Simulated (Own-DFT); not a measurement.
# Response to strain: 3C SiC, 96 atoms (C48Si48)

Calculated results; nothing here was measured. The program, named Own-DFT, is a retired in-house plane-wave density functional code that no person has reviewed. Each row is one single-point run on a periodic cell that was not relaxed, without spin or spin-orbit coupling.

Settings of every run: PBE; PseudoDojo norm-conserving scalar-relativistic files; cutoff 42 hartree; 3 x 4 x 4 k mesh centred on Gamma; Fermi-Dirac smearing of 0.1 eV.

Known limits: forces on such cells passed a denser k mesh, each cell not checked; stress not checked against mesh or cutoff.

Unstrained cell vectors in Å: (13.079, 0.000, 0.000); (0.000, 8.719, 0.000); (0.000, 0.000, 8.719). The unstrained cell has measured lattice constants (interpolated for alloys), not those of this functional. That, the random moves and any unrelaxed bonds set the pressure at no strain. Each run strains this cell uniformly, with the atoms carried along. Every atom was also moved at random, by a Gaussian of width 0.05 Å on each axis. Strain is the symmetric tensor, in per cent. Stress is positive in tension, and the pressure is minus a third of its trace.

```
run  e_xx (%)  e_yy (%)  e_zz (%)  e_yz (%)  e_xz (%)  e_xy (%)  s_xx (GPa)  s_yy (GPa)  s_zz (GPa)  s_yz (GPa)  s_xz (GPa)  s_xy (GPa)  P (GPa)  E (meV/atom)
  1     -1.63      1.77      0.86     -1.37     -1.13      0.30       -8.07        0.43       -2.26       -6.64       -5.65        1.60     3.30          24.9
  2     -1.97      1.22     -0.72     -0.02      0.80      0.32      -12.45       -4.10       -9.56       -0.39        3.64        3.11     8.70          17.0
  3     -0.20     -1.12      0.52     -0.72     -0.77     -0.34       -6.60       -8.94       -4.80       -3.87       -4.51       -1.82     6.78           0.0
  4     -1.16      1.89     -0.29     -1.43     -1.50     -1.15       -7.82       -0.42       -6.04       -7.39       -8.42       -6.51     4.76          33.9
  5      1.89      1.42      0.85      0.87     -0.23      0.83        4.66        3.41        2.23        3.30       -1.15        4.06    -3.44           5.6
  6     -0.03     -1.46     -0.50     -0.81      0.52     -0.76       -8.88      -11.98      -10.23       -6.00        3.74       -4.53    10.36          26.3
  7     -1.50     -1.26     -0.62      0.36      0.53      1.31      -14.73      -13.72      -11.90        2.41        2.15        8.82    13.45          25.4
  8     -1.93      1.10     -1.39      0.20     -1.71      0.40      -14.59       -7.00      -13.44        2.71      -11.16        2.38    11.68          60.1
  9     -1.83      0.72      0.51      1.10      1.86      0.09      -11.18       -5.24       -5.80        5.37       10.80       -0.36     7.41          39.1
 10     -1.45      1.56     -0.70      0.74     -1.10     -0.87      -10.44       -1.95       -8.23        5.04       -6.06       -4.16     6.87          23.2
 11      1.70     -0.10     -0.70      1.07     -0.78      1.14       -0.42       -5.39       -6.41        7.06       -2.91        5.73     4.07          30.0
 12      1.05      1.64     -1.98     -1.77      0.20     -0.96       -2.71       -1.47       -9.72       -9.96        0.70       -4.99     4.63          39.1
 13     -0.93     -0.08     -1.65      1.99      1.81     -1.33      -12.91      -10.60      -14.35       11.50       11.43       -7.47    12.62          57.7
 14      0.05     -0.28     -1.73     -0.84     -1.45     -1.76       -9.33      -10.21      -13.38       -6.05       -9.25      -10.71    10.97          51.6
 15      0.75      0.72      0.98      1.28      0.17     -0.61           ?           ?           ?           ?           ?           ?        ?             ?
```

E is the free energy for each atom above the lowest run shown.

## Worked fit

Each stress component was fitted by least squares to a constant and the strains of the runs shown, as fractions, with shears doubled. Shear strains stay in the fit of a normal stress only where such slopes are resolved. The slopes, in GPa:

```
stress,at no strain,per e_xx,per e_yy,per e_zz,scatter
s_xx,-5.8,388 ± 8,142 ± 9,184 ± 12,0.39
s_yy,-5.8,126 ± 12,386 ± 13,178 ± 16,0.56
s_zz,-5.8,148 ± 9,137 ± 10,413 ± 13,0.44
```

Each shear stress against twice its own strain: yz 288 ± 14, xz 290 ± 12, xy 301 ± 13 GPa. These are stiffnesses along x, y and z of the frame in which the cell vectors are given, which need not be the crystal's axes. The atoms are held to the strained lattice; where symmetry lets them move under strain, relaxing them would lower some slopes. The table should be nearly symmetric about its diagonal, and what it lacks of that shows the noise. A ninth of its sum, 234 ± 7 GPa, estimates the bulk modulus near the mean pressure of these runs, 7.3 GPa, so it lies above the value at zero pressure.

## Withheld run

Question: what normal stresses and pressure should run 15 give?

The fit gives s_xx = 0.0, s_yy = -0.3, s_zz = 0.4 and P = 0.0 GPa. The calculation gave -0.21, -0.22, 0.37 and P = 0.02 GPa.
